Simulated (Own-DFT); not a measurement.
# How strain changes the stress of wurtzite GaN, 96 atoms (Ga48N48)

All numbers below are calculated, not measured. The program, named Own-DFT, is a retired in-house plane-wave density functional code that no person has reviewed. Each row is one single-point run on a periodic cell that was not relaxed, without spin or spin-orbit coupling.

Settings of every run: PBE; PseudoDojo norm-conserving scalar-relativistic files (stringent for Ga); cutoff 96 hartree; 3 x 4 x 3 k mesh centred on Gamma; Gaussian smearing of 0.01 eV.

Known limits: forces on such cells passed a denser k mesh, each cell not checked; stress not checked against mesh or cutoff.

Unstrained cell vectors in Å: (12.756, 0.000, 0.000); (-4.784, 8.285, 0.000); (0.000, 0.000, 10.370). The unstrained cell has measured lattice constants (interpolated for alloys), not those of this functional. That, the random moves and any unrelaxed bonds set the pressure at no strain. Each run strains this cell uniformly, with the atoms carried along. Every atom was also moved at random, by a Gaussian of width 0.05 Å on each axis. Strain is the symmetric tensor, in per cent. Stress is positive in tension, and the pressure is minus a third of its trace.

```
run  e_xx (%)  e_yy (%)  e_zz (%)  e_yz (%)  e_xz (%)  e_xy (%)  s_xx (GPa)  s_yy (GPa)  s_zz (GPa)  s_yz (GPa)  s_xz (GPa)  s_xy (GPa)  P (GPa)  E (meV/atom)
  1     -0.20      1.37      1.18     -1.11     -0.35      0.90       -5.41       -1.35       -2.21       -2.98       -0.11        3.49     2.99           9.4
  2     -1.91      0.12      0.52      1.45      0.12     -1.02      -14.96       -7.99       -5.88        2.93       -0.35       -2.93     9.61          15.2
  3      1.85      1.44      1.85      0.19      1.94      1.41        2.84        2.33        0.69        0.35        3.33        2.49    -1.95           8.9
  4      0.86     -0.11      0.42      1.97     -1.92      1.85       -2.25       -5.82       -5.93        3.75       -3.59        3.97     4.67          11.6
  5      0.96      0.01      0.66      0.80      0.09      0.66       -2.05       -6.02       -4.04        1.96       -0.01        1.13     4.04           2.5
  6     -1.13      1.86     -0.06      0.49      1.77     -0.14      -11.64       -0.37       -6.22        0.94        3.60        0.11     6.08          14.3
  7     -1.07     -0.29      1.68      0.31      0.60      1.59      -10.17       -8.31       -1.04        1.38        0.33        5.32     6.51          10.0
  8      1.49     -0.87     -1.81      1.35      1.43     -1.25       -1.99       -9.28      -19.68        2.98        2.06       -3.20    10.32          38.3
  9      0.02      1.16      0.40      1.03      0.37      0.53       -5.23       -2.39       -4.73        1.38        0.77        0.58     4.12           3.8
 10     -1.70      1.66      1.34     -1.31      1.18     -0.90      -11.46       -1.08       -1.69       -3.13        1.84       -2.44     4.74          11.5
 11      1.29      1.90      0.35      1.79      0.86      0.13        0.31        1.05       -3.93        4.19        1.78        0.34     0.85           6.6
 12     -1.93      1.40     -0.42      0.55      0.58     -1.82      -15.76       -4.14       -8.68        2.00        1.60       -4.16     9.53          30.5
 13      0.47     -0.10      0.50      1.51     -0.97      1.64       -4.62       -6.07       -6.37        3.11       -2.39        4.32     5.69          24.8
 14     -0.61      1.96      1.92     -1.62      0.82      0.04       -5.40        1.03        1.04       -3.37        1.92        0.80     1.11           0.0
 15     -1.64      0.38     -0.03      0.66      1.12      1.91      -14.89       -6.50       -9.83        1.88        1.37        5.43    10.41          42.0
 16      0.18      0.14      1.69     -1.68      1.32      0.76       -4.85       -5.08        0.05       -3.02        2.34        2.81     3.29           6.2
 17      1.76     -1.46      0.22     -0.55     -0.89     -1.06           ?           ?           ?           ?           ?           ?        ?             ?
```

E is the free energy for each atom above the lowest run shown.

## Worked fit

Each stress component was fitted by least squares to a constant and the strains of the runs shown, as fractions, with shears doubled. Shear strains stay in the fit of a normal stress only where such slopes are resolved. The slopes, in GPa:

| stress | at no strain | per e_xx | per e_yy | per e_zz | scatter |
|---|---|---|---|---|---|
| s_xx | -7.0 | 448 ± 15 | 59 ± 22 | 103 ± 20 | 0.72 |
| s_yy | -6.7 | 100 ± 10 | 373 ± 15 | 57 ± 14 | 0.51 |
| s_zz | -8.7 | 11 ± 23 | 107 ± 33 | 470 ± 31 | 1.10 |

Each shear stress against twice its own strain: yz 110 ± 9, xz 81 ± 4, xy 138 ± 10 GPa. These are stiffnesses along x, y and z of the frame in which the cell vectors are given, which need not be the crystal's axes. The atoms are held to the strained lattice; where symmetry lets them move under strain, relaxing them would lower some slopes. The table should be nearly symmetric about its diagonal, and what it lacks of that shows the noise. A ninth of its sum, 192 ± 5 GPa, estimates the bulk modulus near the mean pressure of these runs, 5.1 GPa, so it lies above the value at zero pressure.

## Withheld run

Question: what normal stresses and pressure should run 17 give?

The fit gives s_xx = 0.3, s_yy = -10.3, s_zz = -9.0 and P = 6.3 GPa. The calculation gave -0.99, -11.32, -6.33 and P = 6.21 GPa.
